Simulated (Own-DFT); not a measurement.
Simulation results for GaP (zincblende, atoms displaced)

All values are calculated (Own-DFT development build). A calculation, not a measurement: plane-wave PBE density functional theory by an unreviewed code, no spin, of a simulated periodic cell, stress positive in tension, free energy of the whole cell less one offset for each atom, forces on such cells passed a denser k mesh, this cell's mesh not checked; offsets are fitted by least squares, one for each functional and potential file, so energies compare only between cells with the same atoms and settings and are not formation energies; the far tail of each file's local potential was reset to the Coulomb form; each entry is a single point on an unrelaxed cell, so the pressure reflects the starting lattice, mostly measured values (interpolated for alloys), from which strain is counted, and rises with the displacements; printed positions are rounded, which can move forces by about a meV/angstrom; the program, named Own-DFT, is a retired in-house code; no spin-orbit coupling.

Settings shared by all entries: functional PBE; potential files PseudoDojo norm-conserving, scalar-relativistic, standard set; wave cutoff 42 hartree; occupations Fermi-Dirac; smearing width 0.1 eV; k mesh 2 x 3 x 3 centred on Gamma.

(1) 
```cif
# cell vector a (Å): 16.3515 0.0000 0.0000
# cell vector b (Å): 0.0000 10.9010 0.0000
# cell vector c (Å): 0.0000 0.0000 10.9010
data_GaP
_symmetry_space_group_name_H-M 'P 1'
_symmetry_Int_Tables_number 1
_cell_length_a 16.3515
_cell_length_b 10.9010
_cell_length_c 10.9010
_cell_angle_alpha 90.000
_cell_angle_beta 90.000
_cell_angle_gamma 90.000
_cell_volume 1943.08
loop_
_atom_site_label
_atom_site_type_symbol
_atom_site_fract_x
_atom_site_fract_y
_atom_site_fract_z
_atom_site_occupancy
Ga1 Ga 0.00011 0.00294 0.00027 1
Ga2 Ga 0.99776 0.24551 0.24834 1
Ga3 Ga 0.16430 0.00032 0.24620 1
Ga4 Ga 0.16756 0.24645 0.00163 1
P1 P 0.08498 0.12676 0.12582 1
P2 P 0.08273 0.37302 0.37505 1
P3 P 0.24956 0.12294 0.37882 1
P4 P 0.24947 0.37278 0.12351 1
Ga5 Ga 0.00032 0.00039 0.49987 1
Ga6 Ga 0.99791 0.24740 0.74863 1
Ga7 Ga 0.16595 0.99984 0.74945 1
Ga8 Ga 0.16677 0.24966 0.50539 1
P5 P 0.08433 0.12958 0.62281 1
P6 P 0.08526 0.37575 0.87607 1
P7 P 0.24912 0.12432 0.87314 1
P8 P 0.25005 0.37348 0.62569 1
Ga9 Ga 0.99893 0.49982 0.99567 1
Ga10 Ga 0.99958 0.74779 0.24634 1
Ga11 Ga 0.16506 0.50035 0.24950 1
Ga12 Ga 0.16617 0.75208 0.99944 1
P9 P 0.08335 0.62194 0.12185 1
P10 P 0.08487 0.87502 0.37588 1
P11 P 0.25045 0.62572 0.37184 1
P12 P 0.25055 0.87433 0.12522 1
Ga13 Ga 0.00043 0.49760 0.49893 1
Ga14 Ga 0.00089 0.75016 0.74903 1
Ga15 Ga 0.16887 0.50193 0.74983 1
Ga16 Ga 0.16786 0.74835 0.50006 1
P13 P 0.08238 0.62431 0.62372 1
P14 P 0.08273 0.87569 0.87579 1
P15 P 0.25110 0.62536 0.87252 1
P16 P 0.24995 0.87529 0.62379 1
Ga17 Ga 0.33309 0.99906 0.00081 1
Ga18 Ga 0.33257 0.25255 0.24856 1
Ga19 Ga 0.49885 0.00128 0.24655 1
Ga20 Ga 0.50037 0.25185 0.99795 1
P17 P 0.41414 0.12509 0.12421 1
P18 P 0.41915 0.37293 0.37656 1
P19 P 0.58330 0.12610 0.37453 1
P20 P 0.58362 0.37640 0.12398 1
Ga21 Ga 0.33147 0.99937 0.50012 1
Ga22 Ga 0.33265 0.25296 0.75056 1
Ga23 Ga 0.50165 0.00130 0.75203 1
Ga24 Ga 0.50013 0.25076 0.49949 1
P21 P 0.41802 0.12365 0.62456 1
P22 P 0.41725 0.37586 0.87429 1
P23 P 0.58508 0.12132 0.87544 1
P24 P 0.58292 0.37131 0.62998 1
Ga25 Ga 0.33260 0.50118 0.00023 1
Ga26 Ga 0.33293 0.74821 0.24786 1
Ga27 Ga 0.49653 0.50155 0.25190 1
Ga28 Ga 0.50162 0.75341 0.00010 1
P25 P 0.41840 0.62605 0.12295 1
P26 P 0.41723 0.87460 0.37663 1
P27 P 0.58371 0.62318 0.37720 1
P28 P 0.58260 0.87871 0.12541 1
Ga29 Ga 0.33273 0.50175 0.49921 1
Ga30 Ga 0.33401 0.75425 0.75148 1
Ga31 Ga 0.49943 0.50375 0.75052 1
Ga32 Ga 0.50088 0.75156 0.49532 1
P29 P 0.41664 0.62367 0.62248 1
P30 P 0.41771 0.87412 0.87490 1
P31 P 0.58314 0.62496 0.87817 1
P32 P 0.58259 0.87416 0.62793 1
Ga33 Ga 0.66637 0.00048 0.99821 1
Ga34 Ga 0.66622 0.25100 0.24445 1
Ga35 Ga 0.83276 0.99925 0.25048 1
Ga36 Ga 0.83162 0.24915 0.00172 1
P33 P 0.75066 0.12357 0.12350 1
P34 P 0.74992 0.37350 0.37670 1
P35 P 0.91721 0.12891 0.37548 1
P36 P 0.91761 0.37533 0.12481 1
Ga37 Ga 0.66700 0.99844 0.50022 1
Ga38 Ga 0.66695 0.24692 0.74918 1
Ga39 Ga 0.83524 0.99991 0.74792 1
Ga40 Ga 0.83429 0.25062 0.49885 1
P37 P 0.74892 0.12480 0.62451 1
P38 P 0.74837 0.37330 0.87722 1
P39 P 0.91730 0.12264 0.87531 1
P40 P 0.91740 0.37346 0.62518 1
Ga41 Ga 0.66591 0.49866 0.99717 1
Ga42 Ga 0.66599 0.74967 0.25231 1
Ga43 Ga 0.83458 0.50081 0.24848 1
Ga44 Ga 0.83339 0.75047 0.00333 1
P41 P 0.75054 0.62291 0.12431 1
P42 P 0.74911 0.87316 0.37519 1
P43 P 0.91343 0.62633 0.37405 1
P44 P 0.91628 0.87691 0.12564 1
Ga45 Ga 0.66478 0.50124 0.49988 1
Ga46 Ga 0.66802 0.75059 0.75178 1
Ga47 Ga 0.83188 0.49961 0.75090 1
Ga48 Ga 0.83506 0.74621 0.50042 1
P45 P 0.75029 0.62651 0.62392 1
P46 P 0.75115 0.87736 0.87398 1
P47 P 0.91617 0.62282 0.87378 1
P48 P 0.91756 0.87381 0.62685 1
_calc_free_energy_of_cell_above_offsets '-53.587'  # eV
_calc_pressure 2.71  # GPa
_calc_stress_xx -2.71  # GPa
_calc_stress_yy -2.71  # GPa
_calc_stress_zz -2.7  # GPa
_calc_stress_yz 0.2  # GPa
_calc_stress_xz -0.17  # GPa
_calc_stress_xy 0.18  # GPa
```

Force:
```tsv
element	x (eV/Å)	y (eV/Å)	z (eV/Å)
Ga	0.126	-0.249	0.159
Ga	0.432	0.608	0.029
Ga	0.532	-0.152	0.582
Ga	-0.04	0.341	-0.42
P	-0.512	-0.169	-0.183
P	0.122	-0.137	-0.131
P	-0.182	0.39	-0.641
P	-0.024	0.461	0.176
Ga	0.09	0.036	-0.003
Ga	0.502	0.311	0.336
Ga	-0.084	0.063	-0.168
Ga	0.2	0.254	-0.769
P	-0.467	-0.796	0.503
P	-0.199	-0.329	-0.277
P	0.245	-0.083	0.157
P	0.093	0.478	-0.142
Ga	0.203	-0.209	0.175
Ga	0.17	0.16	0.359
Ga	0.137	-0.278	0.025
Ga	0.17	-0.292	-0.036
P	-0.133	0.306	0.014
P	-0.369	-0.206	-0.272
P	-0.168	-0.241	0.16
P	-0.21	0.08	-0.047
Ga	-0.256	0.212	-0.13
Ga	-0.051	-0.187	0.245
Ga	-0.356	-0.204	-0.091
Ga	-0.11	0.036	-0.037
P	0.273	-0.03	0.033
P	-0.026	0.053	-0.094
P	-0.064	0.331	0.332
P	-0.108	-0.114	0.282
Ga	-0.054	0.013	-0.308
Ga	0.014	-0.324	0.482
Ga	-0.099	0.16	0.503
Ga	0.007	-0.319	0.146
P	0.342	0.255	-0.125
P	-0.736	0.292	-0.164
P	0.086	-0.136	-0.194
P	-0.382	0.153	0.099
Ga	0.507	0.009	0.09
Ga	0.345	-0.44	-0.066
Ga	-0.272	-0.149	-0.206
Ga	0.257	-0.301	0.283
P	-0.343	0.16	0.152
P	-0.172	0.151	0.081
P	-0.31	0.617	0.024
P	-0.025	0.551	-0.384
Ga	0.152	-0.16	-0.054
Ga	0.39	0.237	0.144
Ga	0.565	-0.149	-0.157
Ga	-0.037	-0.131	0.06
P	-0.304	0.037	0.035
P	-0.321	0.153	-0.528
P	-0.259	0.175	-0.482
P	0.348	-0.368	0.032
Ga	0.048	-0.373	-0.085
Ga	0.063	-0.414	-0.401
Ga	0.097	-0.262	-0.061
Ga	-0.016	-0.169	0.624
P	0.007	0.552	0.143
P	-0.014	0.354	0.14
P	0.107	0.232	-0.399
P	0.153	-0.052	-0.3
Ga	0.297	-0.237	0.227
Ga	0.146	-0.131	0.513
Ga	0.021	0.144	0.244
Ga	0.401	0.098	-0.166
P	-0.21	-0.066	0.176
P	-0.104	0.289	-0.418
P	-0.283	-0.841	0
P	-0.11	-0.126	-0.165
Ga	-0.294	0.031	-0.009
Ga	0.028	0.079	0.271
Ga	-0.303	0.089	0.057
Ga	-0.28	0.025	0.287
P	0.527	-0.096	-0.141
P	0.219	-0.073	-0.411
P	-0.29	0.4	0.018
P	-0.313	0.267	0.061
Ga	0.093	0.137	0.362
Ga	-0.008	-0.126	-0.38
Ga	-0.364	-0.364	0.205
Ga	-0.014	-0.028	-0.401
P	-0.359	0.183	0.034
P	0.346	0.066	0.193
P	0.905	-0.35	-0.058
P	0.229	-0.03	-0.066
Ga	0.304	-0.539	0.414
Ga	-0.137	-0.061	-0.011
Ga	-0.005	-0.205	-0.164
Ga	-0.32	0.611	0.09
P	-0.175	-0.285	0.2
P	0.068	-0.244	0.205
P	-0.087	0.498	0.026
P	-0.005	0.082	-0.443
```

(2) 
```cif
# cell vector a (Å): 16.3515 0.0000 0.0000
# cell vector b (Å): 0.0000 10.9010 0.0000
# cell vector c (Å): 0.0000 0.0000 10.9010
data_GaP
_symmetry_space_group_name_H-M 'P 1'
_symmetry_Int_Tables_number 1
_cell_length_a 16.3515
_cell_length_b 10.9010
_cell_length_c 10.9010
_cell_angle_alpha 90.000
_cell_angle_beta 90.000
_cell_angle_gamma 90.000
_cell_volume 1943.08
loop_
_atom_site_label
_atom_site_type_symbol
_atom_site_fract_x
_atom_site_fract_y
_atom_site_fract_z
_atom_site_occupancy
Ga1 Ga 0.99655 0.00168 0.00270 1
Ga2 Ga 0.99821 0.25156 0.24901 1
Ga3 Ga 0.16663 0.99927 0.25033 1
Ga4 Ga 0.16769 0.24844 0.99728 1
P1 P 0.08305 0.12306 0.12481 1
P2 P 0.08393 0.37133 0.37480 1
P3 P 0.24993 0.12223 0.37238 1
P4 P 0.25011 0.37550 0.12215 1
Ga5 Ga 0.99996 0.99764 0.49879 1
Ga6 Ga 0.00068 0.25093 0.74919 1
Ga7 Ga 0.16613 0.99863 0.75249 1
Ga8 Ga 0.16546 0.24792 0.49960 1
P5 P 0.08360 0.12248 0.62492 1
P6 P 0.08310 0.37411 0.87604 1
P7 P 0.25017 0.12514 0.87411 1
P8 P 0.24927 0.37413 0.62336 1
Ga9 Ga 0.00015 0.49678 0.00083 1
Ga10 Ga 0.00090 0.75184 0.25001 1
Ga11 Ga 0.16816 0.50086 0.25006 1
Ga12 Ga 0.16552 0.75129 0.99739 1
P9 P 0.08202 0.62516 0.12360 1
P10 P 0.08432 0.87577 0.37126 1
P11 P 0.24943 0.62795 0.37348 1
P12 P 0.25099 0.87362 0.12990 1
Ga13 Ga 0.00175 0.49861 0.49563 1
Ga14 Ga 0.00098 0.75038 0.75036 1
Ga15 Ga 0.16780 0.50242 0.75411 1
Ga16 Ga 0.16334 0.75067 0.50000 1
P13 P 0.08430 0.62403 0.62708 1
P14 P 0.08163 0.87587 0.87506 1
P15 P 0.24929 0.62524 0.87628 1
P16 P 0.25000 0.87411 0.62473 1
Ga17 Ga 0.33250 0.99695 0.99960 1
Ga18 Ga 0.33123 0.24743 0.25125 1
Ga19 Ga 0.49787 0.99957 0.25009 1
Ga20 Ga 0.49910 0.25103 0.99883 1
P17 P 0.41654 0.12344 0.12533 1
P18 P 0.41712 0.37464 0.37675 1
P19 P 0.58336 0.12907 0.37778 1
P20 P 0.58071 0.37334 0.12803 1
Ga21 Ga 0.33157 0.99961 0.50139 1
Ga22 Ga 0.33231 0.24918 0.75171 1
Ga23 Ga 0.50162 0.99939 0.75057 1
Ga24 Ga 0.50080 0.25152 0.49864 1
P21 P 0.41543 0.12192 0.62558 1
P22 P 0.41681 0.37384 0.87637 1
P23 P 0.58285 0.12667 0.87612 1
P24 P 0.58344 0.37642 0.62386 1
Ga25 Ga 0.33384 0.50153 0.99866 1
Ga26 Ga 0.33380 0.75034 0.24986 1
Ga27 Ga 0.49964 0.49980 0.24799 1
Ga28 Ga 0.50114 0.74894 0.99659 1
P25 P 0.41824 0.62678 0.12828 1
P26 P 0.41668 0.87493 0.37613 1
P27 P 0.58385 0.62882 0.37408 1
P28 P 0.58433 0.87360 0.12645 1
Ga29 Ga 0.33240 0.49735 0.50134 1
Ga30 Ga 0.33450 0.74907 0.75144 1
Ga31 Ga 0.49993 0.50192 0.75011 1
Ga32 Ga 0.49893 0.75025 0.50086 1
P29 P 0.41537 0.62684 0.62583 1
P30 P 0.41839 0.87672 0.87467 1
P31 P 0.58258 0.62616 0.87669 1
P32 P 0.58392 0.87157 0.62784 1
Ga33 Ga 0.66777 0.99797 0.00160 1
Ga34 Ga 0.66774 0.24839 0.25200 1
Ga35 Ga 0.83194 0.00022 0.24927 1
Ga36 Ga 0.83382 0.25308 0.00047 1
P33 P 0.75077 0.13004 0.12775 1
P34 P 0.75074 0.37494 0.37741 1
P35 P 0.91694 0.12392 0.37358 1
P36 P 0.91546 0.37548 0.12277 1
Ga37 Ga 0.66604 0.00132 0.49817 1
Ga38 Ga 0.66733 0.24847 0.74983 1
Ga39 Ga 0.83331 0.99938 0.74581 1
Ga40 Ga 0.83367 0.24881 0.49665 1
P37 P 0.75072 0.12225 0.62733 1
P38 P 0.75175 0.37441 0.87461 1
P39 P 0.91650 0.12400 0.87541 1
P40 P 0.91778 0.37517 0.62429 1
Ga41 Ga 0.66636 0.50411 0.99802 1
Ga42 Ga 0.66731 0.75091 0.24968 1
Ga43 Ga 0.83312 0.50136 0.25035 1
Ga44 Ga 0.83227 0.74851 0.99971 1
P41 P 0.75196 0.62791 0.12614 1
P42 P 0.74975 0.87735 0.37494 1
P43 P 0.91639 0.62547 0.37240 1
P44 P 0.91601 0.87737 0.12400 1
Ga45 Ga 0.66742 0.49880 0.50044 1
Ga46 Ga 0.66739 0.75233 0.75285 1
Ga47 Ga 0.83263 0.49923 0.75053 1
Ga48 Ga 0.83259 0.74660 0.49697 1
P45 P 0.74871 0.62354 0.62323 1
P46 P 0.74963 0.87408 0.87453 1
P47 P 0.91715 0.62159 0.87599 1
P48 P 0.91975 0.87516 0.62587 1
_calc_free_energy_of_cell_above_offsets '-53.635'  # eV
_calc_pressure 2.71  # GPa
_calc_stress_xx -2.72  # GPa
_calc_stress_yy -2.71  # GPa
_calc_stress_zz -2.7  # GPa
_calc_stress_yz 0.14  # GPa
_calc_stress_xz 0.04  # GPa
_calc_stress_xy 0.16  # GPa
```

Force:
```tsv
element	x (eV/Å)	y (eV/Å)	z (eV/Å)
Ga	0.465	-0.046	-0.266
Ga	0.196	-0.214	-0.113
Ga	0.028	0.129	-0.284
Ga	-0.228	0.021	0.332
P	0.046	0.306	-0.009
P	0.053	0.344	-0.341
P	-0.218	0.183	0.488
P	0.044	-0.109	0.229
Ga	0.16	0.236	-0.097
Ga	-0.082	-0.216	0.004
Ga	0.113	0	-0.27
Ga	0.243	-0.192	0.039
P	-0.077	0.066	0.033
P	0.184	0.032	-0.152
P	-0.011	-0.336	0.154
P	-0.164	-0.037	0.419
Ga	0.029	0.233	-0.038
Ga	-0.245	-0.067	-0.293
Ga	-0.24	-0.083	-0.143
Ga	0.065	0.074	0.442
P	0.211	-0.072	0.11
P	-0.267	-0.055	0.438
P	0.101	-0.28	0.405
P	-0.337	0.03	-0.75
Ga	-0.146	0.143	0.378
Ga	-0.135	-0.325	0.117
Ga	-0.133	-0.465	-0.377
Ga	0.414	-0.043	0.035
P	-0.247	-0.062	-0.24
P	0.002	0.146	0.282
P	0.34	0.254	0.026
P	-0.222	-0.123	0.201
Ga	0.067	0.171	0.179
Ga	0.372	0.351	-0.25
Ga	0.471	0.074	0.135
Ga	0.047	-0.224	0.349
P	-0.195	0.177	-0.196
P	-0.264	0.05	-0.327
P	-0.101	-0.607	-0.429
P	0.722	0.143	-0.429
Ga	0.172	-0.072	-0.158
Ga	0.222	0.101	-0.35
Ga	-0.035	0.168	-0.161
Ga	-0.367	-0.116	0.511
P	0.318	0.407	-0.036
P	-0.116	0.305	-0.352
P	0.238	-0.232	0.033
P	0.021	-0.146	0.308
Ga	0.169	0.027	0.33
Ga	0.18	-0.08	0.247
Ga	0.083	0.106	0.544
Ga	-0.244	0.315	0.606
P	-0.264	-0.052	-0.625
P	-0.159	0.073	0.082
P	-0.074	-0.552	0.139
P	-0.272	0.201	-0.172
Ga	0.032	0.388	-0.23
Ga	-0.221	0.275	0.025
Ga	-0.073	-0.174	-0.043
Ga	0.178	-0.008	0.005
P	0.122	-0.398	-0.139
P	-0.248	-0.262	0.07
P	0.246	-0.125	-0.492
P	-0.035	0.415	-0.407
Ga	-0.097	0.422	0.077
Ga	-0.266	0.448	0.03
Ga	0.176	0.104	0.012
Ga	-0.019	-0.42	-0.185
P	-0.063	-0.504	-0.479
P	-0.075	0.093	-0.38
P	-0.017	-0.07	0.036
P	0.126	0.123	0.454
Ga	-0.086	-0.156	0.424
Ga	-0.087	0.188	0.025
Ga	0.279	-0.195	0.515
Ga	0.15	-0.085	0.536
P	-0.18	0.382	-0.593
P	-0.551	0.145	0.074
P	-0.207	0.273	-0.218
P	-0.185	0.01	-0.172
Ga	0.106	-0.552	0.496
Ga	0.08	0.046	0.109
Ga	-0.013	-0.241	-0.073
Ga	0.449	0.191	-0.159
P	-0.474	-0.366	-0.03
P	0.032	-0.229	0.022
P	0.339	-0.042	0.129
P	-0.227	-0.45	0.212
Ga	-0.336	0.23	-0.26
Ga	-0.064	-0.496	-0.26
Ga	0.216	0.092	-0.298
Ga	0.14	0.423	0.382
P	0.199	0.245	0.426
P	0.39	0.255	0.087
P	-0.037	0.351	-0.131
P	-0.634	-0.389	-0.332
```

(3) 
```cif
# cell vector a (Å): 16.3515 0.0000 0.0000
# cell vector b (Å): 0.0000 10.9010 0.0000
# cell vector c (Å): 0.0000 0.0000 10.9010
data_GaP
_symmetry_space_group_name_H-M 'P 1'
_symmetry_Int_Tables_number 1
_cell_length_a 16.3515
_cell_length_b 10.9010
_cell_length_c 10.9010
_cell_angle_alpha 90.000
_cell_angle_beta 90.000
_cell_angle_gamma 90.000
_cell_volume 1943.08
loop_
_atom_site_label
_atom_site_type_symbol
_atom_site_fract_x
_atom_site_fract_y
_atom_site_fract_z
_atom_site_occupancy
Ga1 Ga 0.99973 0.00005 0.00160 1
Ga2 Ga 0.99887 0.25222 0.25100 1
Ga3 Ga 0.16641 0.00288 0.25104 1
Ga4 Ga 0.16635 0.24922 0.99912 1
P1 P 0.08256 0.12593 0.12466 1
P2 P 0.08367 0.37480 0.37429 1
P3 P 0.24960 0.12237 0.37353 1
P4 P 0.25136 0.37290 0.12201 1
Ga5 Ga 0.99986 0.99754 0.49776 1
Ga6 Ga 0.00187 0.25115 0.74853 1
Ga7 Ga 0.16802 0.99639 0.74967 1
Ga8 Ga 0.16912 0.24859 0.49951 1
P5 P 0.08260 0.12265 0.62387 1
P6 P 0.08558 0.37638 0.87728 1
P7 P 0.24885 0.12325 0.87544 1
P8 P 0.25089 0.37446 0.62797 1
Ga9 Ga 0.99710 0.49867 0.99673 1
Ga10 Ga 0.99980 0.74987 0.25078 1
Ga11 Ga 0.16608 0.50222 0.24998 1
Ga12 Ga 0.16657 0.74534 0.99854 1
P9 P 0.08306 0.62435 0.12652 1
P10 P 0.08245 0.87699 0.37488 1
P11 P 0.24882 0.62447 0.37528 1
P12 P 0.25038 0.87773 0.12314 1
Ga13 Ga 0.99887 0.50003 0.49854 1
Ga14 Ga 0.00183 0.75016 0.75281 1
Ga15 Ga 0.16768 0.50124 0.75012 1
Ga16 Ga 0.16471 0.74641 0.49981 1
P13 P 0.08323 0.62375 0.62427 1
P14 P 0.08467 0.87402 0.87370 1
P15 P 0.25185 0.62566 0.87292 1
P16 P 0.25063 0.87794 0.62064 1
Ga17 Ga 0.33535 0.00145 0.00150 1
Ga18 Ga 0.33363 0.25052 0.24915 1
Ga19 Ga 0.50131 0.00131 0.24826 1
Ga20 Ga 0.49857 0.24925 0.00024 1
P17 P 0.41658 0.12673 0.12348 1
P18 P 0.41503 0.37768 0.37533 1
P19 P 0.58374 0.12618 0.37490 1
P20 P 0.58546 0.37313 0.12385 1
Ga21 Ga 0.33394 0.00077 0.49996 1
Ga22 Ga 0.33512 0.25060 0.75196 1
Ga23 Ga 0.50114 0.00113 0.74786 1
Ga24 Ga 0.50032 0.25211 0.50089 1
P21 P 0.41674 0.12493 0.62565 1
P22 P 0.41922 0.37341 0.87145 1
P23 P 0.58356 0.13015 0.87689 1
P24 P 0.58349 0.37456 0.62598 1
Ga25 Ga 0.33146 0.50059 0.99918 1
Ga26 Ga 0.33059 0.75118 0.25184 1
Ga27 Ga 0.50120 0.50207 0.24844 1
Ga28 Ga 0.50033 0.74990 0.99936 1
P25 P 0.41504 0.62303 0.12465 1
P26 P 0.41408 0.87788 0.37560 1
P27 P 0.58265 0.62425 0.37708 1
P28 P 0.58211 0.87543 0.12879 1
Ga29 Ga 0.33399 0.50152 0.50107 1
Ga30 Ga 0.33226 0.75157 0.74777 1
Ga31 Ga 0.49969 0.49738 0.74945 1
Ga32 Ga 0.49854 0.74992 0.50231 1
P29 P 0.41641 0.62640 0.62606 1
P30 P 0.41733 0.87175 0.87142 1
P31 P 0.58354 0.62384 0.87480 1
P32 P 0.58414 0.87474 0.63046 1
Ga33 Ga 0.66907 0.99766 0.00166 1
Ga34 Ga 0.66846 0.24824 0.25230 1
Ga35 Ga 0.83373 0.00135 0.24797 1
Ga36 Ga 0.83224 0.24669 0.00083 1
P33 P 0.74843 0.12626 0.12580 1
P34 P 0.74958 0.37508 0.37572 1
P35 P 0.91477 0.12647 0.37702 1
P36 P 0.91896 0.37511 0.12707 1
Ga37 Ga 0.66554 0.00034 0.50037 1
Ga38 Ga 0.66842 0.24908 0.75366 1
Ga39 Ga 0.83178 0.00261 0.74903 1
Ga40 Ga 0.83233 0.24806 0.49995 1
P37 P 0.74786 0.12578 0.62595 1
P38 P 0.74843 0.37624 0.87552 1
P39 P 0.91475 0.12788 0.87595 1
P40 P 0.91761 0.37321 0.62791 1
Ga41 Ga 0.66753 0.49842 0.00173 1
Ga42 Ga 0.66615 0.75039 0.25181 1
Ga43 Ga 0.83164 0.50036 0.24794 1
Ga44 Ga 0.83410 0.75030 0.99994 1
P41 P 0.74963 0.62400 0.12573 1
P42 P 0.74851 0.87332 0.37771 1
P43 P 0.91620 0.62683 0.37452 1
P44 P 0.91709 0.87707 0.12547 1
Ga45 Ga 0.66693 0.49964 0.49735 1
Ga46 Ga 0.66723 0.74714 0.74822 1
Ga47 Ga 0.83354 0.50155 0.75076 1
Ga48 Ga 0.83420 0.75122 0.49988 1
P45 P 0.74996 0.62475 0.62268 1
P46 P 0.75169 0.87689 0.87365 1
P47 P 0.91759 0.62199 0.87556 1
P48 P 0.91653 0.87480 0.62193 1
_calc_free_energy_of_cell_above_offsets '-53.623'  # eV
_calc_pressure 2.71  # GPa
_calc_stress_xx -2.71  # GPa
_calc_stress_yy -2.71  # GPa
_calc_stress_zz -2.71  # GPa
_calc_stress_yz -0.07  # GPa
_calc_stress_xz 0.08  # GPa
_calc_stress_xy 0.05  # GPa
```

Force:
```tsv
element	x (eV/Å)	y (eV/Å)	z (eV/Å)
Ga	0.055	0.11	-0.404
Ga	0.23	-0.355	0.155
Ga	-0.141	-0.367	-0.364
Ga	0.093	-0.081	0.13
P	-0.033	0.076	0.172
P	0.122	0.003	0.201
P	0.36	0.439	0.117
P	-0.424	0.239	0.322
Ga	-0.164	0.365	0.154
Ga	0.076	-0.169	0.383
Ga	-0.139	0.336	-0.188
Ga	-0.301	0.093	0.137
P	0.267	0.039	0.055
P	-0.326	-0.017	-0.335
P	0.34	0.097	-0.078
P	0.036	0.031	-0.296
Ga	0.677	-0.097	0.509
Ga	0.072	0.169	-0.075
Ga	0.203	-0.482	-0.157
Ga	0.118	0.38	0.215
P	-0.278	-0.015	-0.403
P	0.281	-0.355	-0.163
P	0.103	-0.008	0.098
P	-0.3	-0.279	0.114
Ga	0.025	-0.145	0.084
Ga	-0.311	-0.045	-0.42
Ga	-0.061	-0.096	-0.018
Ga	0.166	0.493	-0.057
P	-0.167	-0.049	0.215
P	-0.142	0.095	0.41
P	-0.257	0.002	0.011
P	-0.259	-0.569	0.184
Ga	-0.107	-0.296	-0.487
Ga	-0.065	-0.019	0.173
Ga	-0.432	0.13	0.352
Ga	0.3	0.309	0.032
P	0.156	-0.115	0.339
P	0.394	-0.209	-0.146
P	-0.191	-0.061	0.107
P	-0.368	-0.011	0.345
Ga	-0.015	0.289	-0.008
Ga	-0.314	-0.303	-0.043
Ga	-0.05	0.123	0.511
Ga	-0.188	-0.043	-0.121
P	0.033	0.092	-0.185
P	-0.51	0.296	0.667
P	0.057	-0.886	0.029
P	0.342	0.017	-0.073
Ga	0.504	-0.302	-0.229
Ga	0.211	-0.005	-0.261
Ga	-0.1	-0.337	-0.013
Ga	-0.12	-0.124	0.104
P	0.102	0.404	0.067
P	0.624	-0.302	-0.203
P	-0.042	0.257	-0.133
P	0.334	-0.209	-0.556
Ga	-0.237	-0.045	0.095
Ga	0.029	0.103	-0.117
Ga	0.211	0.392	-0.132
Ga	0.155	0.346	-0.139
P	-0.022	-0.237	0.069
P	-0.005	0.568	0.336
P	0.074	-0.078	0.098
P	-0.076	-0.048	-0.72
Ga	-0.563	0.181	-0.16
Ga	-0.316	0.278	-0.088
Ga	-0.302	-0.09	0.377
Ga	0.038	0.66	0.132
P	0.305	-0.29	0.028
P	0.27	-0.034	-0.099
P	0.317	-0.229	-0.31
P	-0.773	-0.014	-0.348
Ga	-0.086	-0.145	0.13
Ga	-0.369	0.272	-0.28
Ga	0.425	-0.072	-0.148
Ga	-0.001	0.333	0.354
P	0.152	-0.041	-0.177
P	0.61	-0.046	0.089
P	0.52	-0.343	-0.271
P	-0.322	0.254	-0.418
Ga	-0.235	0.22	-0.179
Ga	-0.055	-0.175	0.033
Ga	0.375	-0.118	0.258
Ga	-0.012	-0.023	0.035
P	-0.065	0.398	-0.162
P	0.321	0.382	-0.344
P	-0.131	-0.276	-0.075
P	-0.046	-0.361	-0.007
Ga	-0.198	-0.087	0.363
Ga	0.111	0.109	0.378
Ga	-0.157	-0.267	-0.159
Ga	-0.178	-0.141	-0.013
P	0.196	-0.08	0.053
P	-0.225	-0.481	0.048
P	-0.276	0.636	-0.184
P	0.067	0.055	0.68
```
